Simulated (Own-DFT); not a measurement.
# Computed records: Si₁₂O₂₃ (quartz with two neutral oxygen vacancies, atoms displaced)

All values are calculated (Own-DFT development build). A calculation, not a measurement: plane-wave PBE and HSE06 DFT by an unreviewed code, no spin, of a simulated cell at Gamma alone, so results move with cell size and shape, stress positive in tension, energies less offsets, not probed for a lower state with spin; oxygen file: force components 24 meV/angstrom off all-electron in a glass; k mesh not checked against a denser one; forces and stress are PBE's, HSE06 gives the energy alone, and its difference from PBE has offsets of its own; offsets are fitted by least squares, one for each functional and potential file, so energies compare only between cells with the same atoms and settings and are not formation energies; the far tail of each file's local potential was reset to the Coulomb form; each entry is a single point on an unrelaxed cell, so the pressure reflects the starting lattice, mostly measured values (interpolated for alloys), from which strain is counted, and rises with the displacements; printed positions are rounded, which can move forces by about a meV/angstrom; the program, named Own-DFT, is a retired in-house code; no spin-orbit coupling.

Settings shared by all entries: first functional PBE; second functional HSE06; exact exchange share 0.25; screening 0.11 1/bohr; exchange divergence Gygi-Baldereschi; potential files PseudoDojo norm-conserving, scalar-relativistic, made for PBE, standard set; wave cutoff 48 hartree; occupations fixed; k mesh 1 x 1 x 1 centred on Gamma.

```yaml
- entry: 1
  formula: Si12O23
  kind: "quartz with two neutral oxygen vacancies, atoms displaced"
  structure:
    cell_angstrom: [[9.8268, 0.0, 0.0], [-4.9134, 8.5103, 0.0], [0.0, 0.0, 10.8104]]
    atoms_fractional:
      - [Si, 0.23018, 0.00447, 0.99897]
      - [Si, 0.99933, 0.23207, 0.3319]
      - [Si, 0.26462, 0.26395, 0.16882]
      - [O, 0.20514, 0.13209, 0.05995]
      - [O, 0.42839, 0.30205, 0.22649]
      - [O, 0.36973, 0.07518, 0.39531]
      - [O, 0.07611, 0.37668, 0.44127]
      - [O, 0.13313, 0.20239, 0.27276]
      - [O, 0.29288, 0.42565, 0.10261]
      - [Si, 0.23367, 0.99939, 0.50416]
      - [Si, 0.00411, 0.23926, 0.83088]
      - [Si, 0.27204, 0.27542, 0.67017]
      - [O, 0.21399, 0.13318, 0.55793]
      - [O, 0.42473, 0.29011, 0.7266]
      - [O, 0.07078, 0.36415, 0.94663]
      - [O, 0.13175, 0.20767, 0.77223]
      - [O, 0.29875, 0.42675, 0.60285]
      - [Si, 0.22683, 0.50077, 0.00072]
      - [Si, 0.99958, 0.73141, 0.33499]
      - [Si, 0.26671, 0.76323, 0.17198]
      - [O, 0.20448, 0.63185, 0.06312]
      - [O, 0.43451, 0.79618, 0.22723]
      - [O, 0.36625, 0.58428, 0.39616]
      - [O, 0.07465, 0.86898, 0.44095]
      - [O, 0.13332, 0.70727, 0.27115]
      - [O, 0.29557, 0.92692, 0.10557]
      - [Si, 0.22971, 0.4933, 0.4961]
      - [Si, 0.00251, 0.73681, 0.8264]
      - [Si, 0.26474, 0.75976, 0.66266]
      - [O, 0.20168, 0.63089, 0.5591]
      - [O, 0.43095, 0.79387, 0.72464]
      - [O, 0.37107, 0.57702, 0.88669]
      - [O, 0.07363, 0.86255, 0.9395]
      - [O, 0.13527, 0.70331, 0.7727]
      - [O, 0.29523, 0.92879, 0.60924]
      - [Si, 0.7356, 0.0047, 0.99736]
      - [Si, 0.50015, 0.23784, 0.33392]
      - [Si, 0.76367, 0.26466, 0.16976]
      - [O, 0.70843, 0.13703, 0.06154]
      - [O, 0.92203, 0.28966, 0.2239]
      - [O, 0.85973, 0.06976, 0.3903]
      - [O, 0.57757, 0.37714, 0.43997]
      - [O, 0.63552, 0.20721, 0.27562]
      - [O, 0.79679, 0.42948, 0.11059]
      - [Si, 0.73729, 0.99671, 0.49733]
      - [Si, 0.4992, 0.2403, 0.83434]
      - [Si, 0.7621, 0.26617, 0.66996]
      - [O, 0.70536, 0.12846, 0.56064]
      - [O, 0.92657, 0.2896, 0.72538]
      - [O, 0.86483, 0.07104, 0.89254]
      - [O, 0.57541, 0.37027, 0.93385]
      - [O, 0.79675, 0.42696, 0.60331]
      - [Si, 0.7434, 0.50661, 0.9995]
      - [Si, 0.49798, 0.72841, 0.33532]
      - [Si, 0.76046, 0.76492, 0.1719]
      - [O, 0.70967, 0.63155, 0.05571]
      - [O, 0.93192, 0.7935, 0.22614]
      - [O, 0.87032, 0.57099, 0.39148]
      - [O, 0.57553, 0.86792, 0.44017]
      - [O, 0.62699, 0.69926, 0.27541]
      - [O, 0.79582, 0.92911, 0.109]
      - [Si, 0.73153, 0.49471, 0.50055]
      - [Si, 0.49707, 0.73276, 0.83154]
      - [Si, 0.76615, 0.76983, 0.66492]
      - [O, 0.70625, 0.63309, 0.55923]
      - [O, 0.92343, 0.79737, 0.72709]
      - [O, 0.86752, 0.57625, 0.89029]
      - [O, 0.57483, 0.86892, 0.9399]
      - [O, 0.63547, 0.70692, 0.77401]
      - [O, 0.79248, 0.92722, 0.61072]
  results:
    "PBE_energy_of_cell_above_offsets [eV]": "-20.892"
    "HSE06_less_PBE_above_offsets [eV]": "0.078"
    "PBE_pressure [GPa]": 7.34
    "PBE_stress_xx [GPa]": -8.22
    "PBE_stress_yy [GPa]": -7.92
    "PBE_stress_zz [GPa]": -5.87
    "PBE_stress_yz [GPa]": -0.24
    "PBE_stress_xz [GPa]": -0.93
    "PBE_stress_xy [GPa]": -0.68
    force_element: [Si, Si, Si, O, O, O, O, O, O, Si, Si, Si, O, O, O, O, O, Si, Si, Si, O, O, O, O, O, O, Si, Si, Si, O, O, O, O, O, O, Si, Si, Si, O, O, O, O, O, O, Si, Si, Si, O, O, O, O, O, Si, Si, Si, O, O, O, O, O, O, Si, Si, Si, O, O, O, O, O, O]
    "force_x [eV/angstrom]": [4.319, -0.994, -0.205, -2.008, 1.283, -0.103, -3.172, -1.074, 0.066, 1.895, -1.564, -0.598, -2.417, 0.088, -1.201, 1.676, -0.874, 3.779, -0.036, 0.654, -0.71, -0.778, -0.993, -0.443, -0.123, -0.231, 2.407, -0.343, 0.363, 0.531, -1.421, -2.799, -0.405, -0.018, 0.649, 0.186, 0.183, -0.982, -0.295, 2.976, 2.028, -2.471, -1.355, -0.332, -1.722, 2.242, -1.836, -0.111, -0.347, 1.287, 0.92, 0.643, 0.102, -0.007, 2.275, -1.957, -1.823, -0.907, -0.468, 1.469, -0.49, 2.094, 2.385, -0.431, 0.09, 1.779, 0.892, -0.634, -0.181, -0.404]
    "force_y [eV/angstrom]": [-1.201, 0.775, 0.959, 1.94, -0.123, -0.055, -5.597, -0.193, -0.169, -0.739, -1.455, -3.823, 3.558, 1.213, -1.4, 0.113, 1.753, 0.755, 1.485, 2.028, 0.76, -0.164, -3.816, -0.97, -0.755, 0.054, 4.703, -0.202, 2.046, -1.569, 0.361, -4.085, 0.032, -0.119, -0.971, -1.121, -0.065, 0.559, -0.456, 0.326, 1.388, -3.387, -0.216, 0.365, 0.328, -4.429, -1.938, 0.814, 0.86, 1.657, 2.787, 0.3, -2.672, 4.475, -0.2, 2.884, -0.026, -1.495, -1.388, -0.637, 0.049, 4.012, 2.943, -2.754, 0.18, 0.416, 0.039, -0.688, -0.1, 2.061]
    "force_z [eV/angstrom]": [-1.613, 0.223, -2.139, 1.55, 0.802, -0.078, -3.673, 1.317, 0.514, -1.659, 2.319, -1.49, 2.463, -0.8, -1.598, -0.62, -0.935, -0.876, -0.041, -1.963, 0.291, -0.468, 1.154, -0.43, 1.371, -0.158, 3.265, 1.088, 1.241, -1.261, -1.407, 3.01, -0.381, -0.095, 0.678, 1.64, 0.204, -1.534, -0.705, 1.734, -1.578, -2.196, 1.117, -0.592, 2.523, -0.151, 0.889, 0.398, -0.587, -1.372, 2.61, 0.404, -0.327, -0.539, -2.197, 2.479, -0.514, 1.15, -0.667, -0.203, -0.152, 0.409, -0.018, 0.72, -0.074, 0.109, -0.811, -0.418, -0.003, -1.352]
- entry: 2
  formula: Si12O23
  kind: "quartz with two neutral oxygen vacancies, atoms displaced"
  structure:
    cell_angstrom: [[9.8268, 0.0, 0.0], [-4.9134, 8.5103, 0.0], [0.0, 0.0, 10.8104]]
    atoms_fractional:
      - [Si, 0.23715, 0.00734, 0.99722]
      - [Si, 0.00485, 0.2395, 0.33544]
      - [Si, 0.26639, 0.26757, 0.17103]
      - [O, 0.20737, 0.13513, 0.05609]
      - [O, 0.42951, 0.29917, 0.22749]
      - [O, 0.3723, 0.08227, 0.39558]
      - [O, 0.06735, 0.36171, 0.4412]
      - [O, 0.13532, 0.21373, 0.27099]
      - [O, 0.2919, 0.42904, 0.10408]
      - [Si, 0.23326, 0.99414, 0.50382]
      - [Si, 0.00438, 0.24164, 0.84026]
      - [Si, 0.26775, 0.26866, 0.66356]
      - [O, 0.20797, 0.1251, 0.56466]
      - [O, 0.42606, 0.29167, 0.72468]
      - [O, 0.3686, 0.08094, 0.88752]
      - [O, 0.06961, 0.3729, 0.93882]
      - [O, 0.12949, 0.20348, 0.77489]
      - [O, 0.28991, 0.42376, 0.608]
      - [Si, 0.23874, 0.49909, 0.0002]
      - [Si, 0.99512, 0.73524, 0.33273]
      - [Si, 0.26481, 0.7696, 0.16702]
      - [O, 0.20382, 0.63098, 0.05635]
      - [O, 0.42381, 0.78998, 0.22211]
      - [O, 0.36458, 0.57743, 0.38882]
      - [O, 0.07197, 0.86812, 0.43913]
      - [O, 0.12928, 0.70711, 0.28085]
      - [O, 0.29275, 0.91979, 0.10781]
      - [Si, 0.23055, 0.4922, 0.49494]
      - [Si, 0.00482, 0.73665, 0.83555]
      - [Si, 0.26445, 0.76843, 0.66945]
      - [O, 0.20818, 0.62994, 0.56115]
      - [O, 0.42492, 0.78933, 0.72851]
      - [O, 0.07249, 0.86777, 0.94235]
      - [O, 0.12669, 0.7059, 0.77618]
      - [O, 0.29184, 0.93073, 0.60974]
      - [Si, 0.73398, 0.99957, 0.9987]
      - [Si, 0.50153, 0.23628, 0.33015]
      - [Si, 0.75752, 0.26008, 0.16886]
      - [O, 0.70993, 0.13649, 0.05971]
      - [O, 0.9324, 0.29531, 0.22637]
      - [O, 0.86648, 0.07471, 0.3906]
      - [O, 0.57209, 0.36504, 0.43748]
      - [O, 0.63648, 0.21534, 0.27211]
      - [O, 0.79071, 0.42326, 0.10742]
      - [Si, 0.73405, 0.00156, 0.49846]
      - [Si, 0.50616, 0.24065, 0.83424]
      - [Si, 0.77035, 0.26973, 0.66413]
      - [O, 0.71514, 0.13847, 0.56008]
      - [O, 0.92913, 0.29348, 0.72721]
      - [O, 0.86623, 0.07145, 0.89062]
      - [O, 0.56802, 0.36911, 0.94268]
      - [O, 0.63101, 0.20365, 0.77234]
      - [O, 0.79317, 0.42406, 0.60904]
      - [Si, 0.74445, 0.50297, 0.00835]
      - [Si, 0.50289, 0.73084, 0.3359]
      - [Si, 0.76786, 0.76974, 0.16837]
      - [O, 0.70685, 0.63988, 0.06343]
      - [O, 0.92595, 0.79351, 0.21923]
      - [O, 0.86386, 0.57521, 0.39547]
      - [O, 0.57924, 0.86474, 0.43987]
      - [O, 0.63059, 0.70859, 0.27531]
      - [O, 0.7901, 0.92515, 0.10699]
      - [Si, 0.73903, 0.50482, 0.5024]
      - [Si, 0.50286, 0.73658, 0.83026]
      - [Si, 0.76336, 0.76472, 0.66519]
      - [O, 0.70385, 0.62826, 0.56029]
      - [O, 0.92504, 0.78821, 0.72937]
      - [O, 0.86181, 0.57081, 0.89486]
      - [O, 0.63243, 0.70424, 0.77077]
      - [O, 0.78783, 0.924, 0.60694]
  results:
    "PBE_energy_of_cell_above_offsets [eV]": "-20.177"
    "HSE06_less_PBE_above_offsets [eV]": "-0.059"
    "PBE_pressure [GPa]": 8.35
    "PBE_stress_xx [GPa]": -9.12
    "PBE_stress_yy [GPa]": -8.46
    "PBE_stress_zz [GPa]": -7.47
    "PBE_stress_yz [GPa]": 0.62
    "PBE_stress_xz [GPa]": 0.42
    "PBE_stress_xy [GPa]": 2.77
    force_element: [Si, Si, Si, O, O, O, O, O, O, Si, Si, Si, O, O, O, O, O, O, Si, Si, Si, O, O, O, O, O, O, Si, Si, Si, O, O, O, O, O, Si, Si, Si, O, O, O, O, O, O, Si, Si, Si, O, O, O, O, O, O, Si, Si, Si, O, O, O, O, O, O, Si, Si, Si, O, O, O, O, O]
    "force_x [eV/angstrom]": [1.96, -1.909, 0.612, -1.033, -0.175, -0.865, -0.08, 0.178, 2.257, -0.29, -0.431, 0.044, -1.584, 0.488, -0.751, 0.218, 1.242, -0.778, -0.863, -0.096, 0.691, -0.736, 1.868, -0.933, -0.445, 1.941, -2.66, 0.346, -4.297, 0.152, -0.342, -1.636, 0.208, 4.518, 2.055, -1.151, -0.934, 4.423, -0.528, -1.917, 0.3, 0.881, -0.478, 1.709, 1.468, -0.631, 0.425, -0.629, -0.038, 0.478, 1.293, 1.418, -1.075, -5.003, -3.389, -2.324, 0.99, 2.481, 0.773, -1.361, 3.654, -0.079, -0.619, 0.076, 1.465, -1.381, -0.96, 1.249, 0.342, 0.194]
    "force_y [eV/angstrom]": [-2.067, -2.438, 0.388, 2.012, 0.216, -2.393, 1.4, -0.899, -1.927, 1.818, -2.713, -3.412, 1.626, 0.697, -2.262, 1.582, 0.684, 2.067, 3.175, 0.623, -5.443, 1.13, -0.041, -3.004, -0.082, 0.056, 5.353, 2.476, -0.669, -1.863, 0.658, 1.033, 0.446, -0.336, -1.668, -2.292, 0.674, 1.644, -0.357, -0.013, -0.235, 1.879, -1.562, -0.727, 0.501, 1.062, -2.247, -0.572, 0.389, 0.639, 1.386, 0.282, 2.966, 0.845, 2.786, -0.921, -2.19, 0.34, 0.266, -0.462, -0.457, 1.357, -3.735, -0.382, -0.109, 1.696, 0.391, 1.088, -0.777, 0.626]
    "force_z [eV/angstrom]": [-0.168, -2.091, -3.277, 2.079, -0.755, 0.828, 1.676, 1.291, 2.718, -3.227, -2.971, 2.497, 0.307, 0.02, 1.449, 1.949, -0.798, -1.795, -3.523, -0.194, 1.324, 1.21, 1.8, 1.374, 0.142, -1.662, -3.169, 1.802, 1.847, -0.509, 0.442, -1.804, 0.352, -2.28, 1.951, -2.096, 1.582, -1.235, -0.334, -0.796, 0.041, 1.354, 1.593, 2.348, 0.436, -0.781, 3.05, -0.924, -0.02, 0.195, 1.174, -0.819, -1.515, -2.863, -1.703, -0.196, -1.26, 1.919, -1.07, 0.004, -1.441, 0.264, -0.461, 5.456, 0.59, 0.814, -1.081, -0.77, -0.023, -0.26]
- entry: 3
  formula: Si12O23
  kind: "quartz with two neutral oxygen vacancies, atoms displaced"
  structure:
    cell_angstrom: [[9.8268, 0.0, 0.0], [-4.9134, 8.5103, 0.0], [0.0, 0.0, 10.8104]]
    atoms_fractional:
      - [Si, 0.23666, 0.00072, 0.00071]
      - [Si, 0.00354, 0.23675, 0.33338]
      - [Si, 0.27739, 0.26953, 0.16501]
      - [O, 0.20417, 0.1326, 0.05806]
      - [O, 0.43293, 0.29451, 0.22768]
      - [O, 0.36563, 0.07386, 0.39325]
      - [O, 0.07652, 0.36639, 0.44031]
      - [O, 0.13492, 0.2057, 0.27314]
      - [O, 0.28865, 0.42136, 0.10621]
      - [Si, 0.23437, 0.00219, 0.49839]
      - [Si, 0.99944, 0.23882, 0.83471]
      - [Si, 0.26707, 0.26268, 0.67154]
      - [O, 0.20008, 0.13091, 0.56623]
      - [O, 0.42458, 0.29061, 0.72409]
      - [O, 0.08062, 0.37169, 0.94241]
      - [O, 0.1301, 0.20539, 0.77925]
      - [O, 0.29042, 0.43189, 0.60851]
      - [Si, 0.23793, 0.4997, 0.99773]
      - [Si, 0.99642, 0.73244, 0.33819]
      - [Si, 0.26955, 0.77003, 0.16328]
      - [O, 0.20801, 0.6334, 0.05881]
      - [O, 0.42599, 0.79356, 0.22745]
      - [O, 0.36772, 0.57403, 0.3945]
      - [O, 0.07469, 0.86136, 0.43803]
      - [O, 0.13994, 0.71106, 0.27268]
      - [O, 0.29118, 0.92177, 0.1065]
      - [Si, 0.23667, 0.50037, 0.5017]
      - [Si, 0.99738, 0.73525, 0.83557]
      - [Si, 0.26362, 0.76566, 0.66774]
      - [O, 0.20642, 0.63102, 0.55818]
      - [O, 0.42942, 0.79574, 0.73377]
      - [O, 0.36989, 0.57516, 0.89629]
      - [O, 0.07025, 0.86008, 0.94244]
      - [O, 0.12994, 0.70305, 0.7677]
      - [O, 0.29149, 0.92976, 0.60976]
      - [Si, 0.73864, 0.9984, 0.00017]
      - [Si, 0.50029, 0.23529, 0.33318]
      - [Si, 0.76536, 0.26944, 0.16954]
      - [O, 0.704, 0.12992, 0.05658]
      - [O, 0.93247, 0.29947, 0.23184]
      - [O, 0.87061, 0.07687, 0.39226]
      - [O, 0.57502, 0.36556, 0.43979]
      - [O, 0.63785, 0.2112, 0.27009]
      - [O, 0.79351, 0.43317, 0.11284]
      - [Si, 0.73751, 0.99793, 0.49973]
      - [Si, 0.50402, 0.23937, 0.83508]
      - [Si, 0.77185, 0.26714, 0.66865]
      - [O, 0.70582, 0.13108, 0.55357]
      - [O, 0.92491, 0.29332, 0.72701]
      - [O, 0.86714, 0.07572, 0.89374]
      - [O, 0.57794, 0.37244, 0.94122]
      - [O, 0.79544, 0.42492, 0.60932]
      - [Si, 0.72641, 0.49149, 0.99826]
      - [Si, 0.49112, 0.72946, 0.32813]
      - [Si, 0.7687, 0.76834, 0.1663]
      - [O, 0.70938, 0.6382, 0.05514]
      - [O, 0.92694, 0.79237, 0.22603]
      - [O, 0.86713, 0.57459, 0.38961]
      - [O, 0.57881, 0.86471, 0.4396]
      - [O, 0.63237, 0.70643, 0.27519]
      - [O, 0.78246, 0.92272, 0.10088]
      - [Si, 0.7344, 0.50045, 0.49943]
      - [Si, 0.50172, 0.73875, 0.83409]
      - [Si, 0.76376, 0.76738, 0.66489]
      - [O, 0.69906, 0.63295, 0.56207]
      - [O, 0.92723, 0.79596, 0.72316]
      - [O, 0.87162, 0.57066, 0.89105]
      - [O, 0.57551, 0.87166, 0.94264]
      - [O, 0.63433, 0.70868, 0.77689]
      - [O, 0.79536, 0.92486, 0.60897]
  results:
    "PBE_energy_of_cell_above_offsets [eV]": "-20.563"
    "HSE06_less_PBE_above_offsets [eV]": "0.010"
    "PBE_pressure [GPa]": 7.9
    "PBE_stress_xx [GPa]": -7.58
    "PBE_stress_yy [GPa]": -8.9
    "PBE_stress_zz [GPa]": -7.22
    "PBE_stress_yz [GPa]": 0.81
    "PBE_stress_xz [GPa]": -3.88
    "PBE_stress_xy [GPa]": -0.26
    force_element: [Si, Si, Si, O, O, O, O, O, O, Si, Si, Si, O, O, O, O, O, Si, Si, Si, O, O, O, O, O, O, Si, Si, Si, O, O, O, O, O, O, Si, Si, Si, O, O, O, O, O, O, Si, Si, Si, O, O, O, O, O, Si, Si, Si, O, O, O, O, O, O, Si, Si, Si, O, O, O, O, O, O]
    "force_x [eV/angstrom]": [0.882, 0.758, -3.196, -0.066, -0.123, 0.371, -0.261, 1.703, 0.524, -0.513, 0.608, -4.224, 0.296, 2.291, -2.147, 1.454, 2.364, 0.063, 2.62, -0.107, 0.147, -0.483, -0.1, -0.13, -1.506, -0.883, -0.666, 0.526, 1.564, -0.983, -2.84, 1.036, 0.403, -1.409, 0.234, -3.072, 1.833, 3.359, -0.47, -2.001, -0.122, -0.414, -2.458, -0.174, 0.385, 1.325, -4.782, -0.53, 2.671, 0.595, -3.964, -0.999, 4.832, 2.851, -1.35, 0.208, 0.564, -1.35, -0.907, 0.811, 3.531, 0.431, 1.192, 0.671, 0.9, 0.728, -1.447, -0.935, 0.817, -0.936]
    "force_y [eV/angstrom]": [0.805, 0.063, -2.008, 0.511, 0.803, 0.219, 0.255, 0.23, 1.213, -0.585, -0.182, 1.329, -0.823, 0.857, -2.289, 0.283, -2.537, 1.727, 1.018, -3.872, 0.106, 1.071, -1.15, 2.257, -0.191, 3.464, -0.183, -0.63, -0.008, 1.982, 0.755, 0.352, 1.779, -0.24, 0.113, 2.309, -0.635, -0.574, 2.304, 0.29, -1.275, 0.014, -1.314, -0.044, -0.017, -3.256, -2.63, 1.707, 0.741, 0.298, -3.701, 1.97, 6.982, 1.59, -1.222, -0.533, 0.414, -2.946, -1.137, -0.026, -1.822, 0.567, -0.423, -1.803, -1.611, -0.181, -1.825, -1.3, -0.094, 2.687]
    "force_z [eV/angstrom]": [-2.231, 0.17, 0.672, 0.744, -1.101, -0.579, 0.516, -0.872, 0.007, 1.434, 1.245, -1.06, -1.273, 1.218, -1.618, -1.037, 2.645, 1.994, -4.525, 1.37, -0.061, -1.486, -0.049, 2.242, 0.89, -1.302, -1.529, -2.591, -1.151, 1.056, -2.708, -1.106, 1.225, 1.651, -0.265, -2.346, 0.77, -2.818, 1.685, -1.836, 0.535, 0.264, 2.662, -0.624, -0.735, -0.868, -1.083, 1.873, 1.069, -0.744, -2.081, -1.569, 2.685, 2.464, -0.109, -0.104, 0.402, 1.836, -0.836, -0.979, 4.147, 1.254, 2.327, 2.307, -1.39, 0.755, 1.333, -1.026, -0.529, -1.226]
```
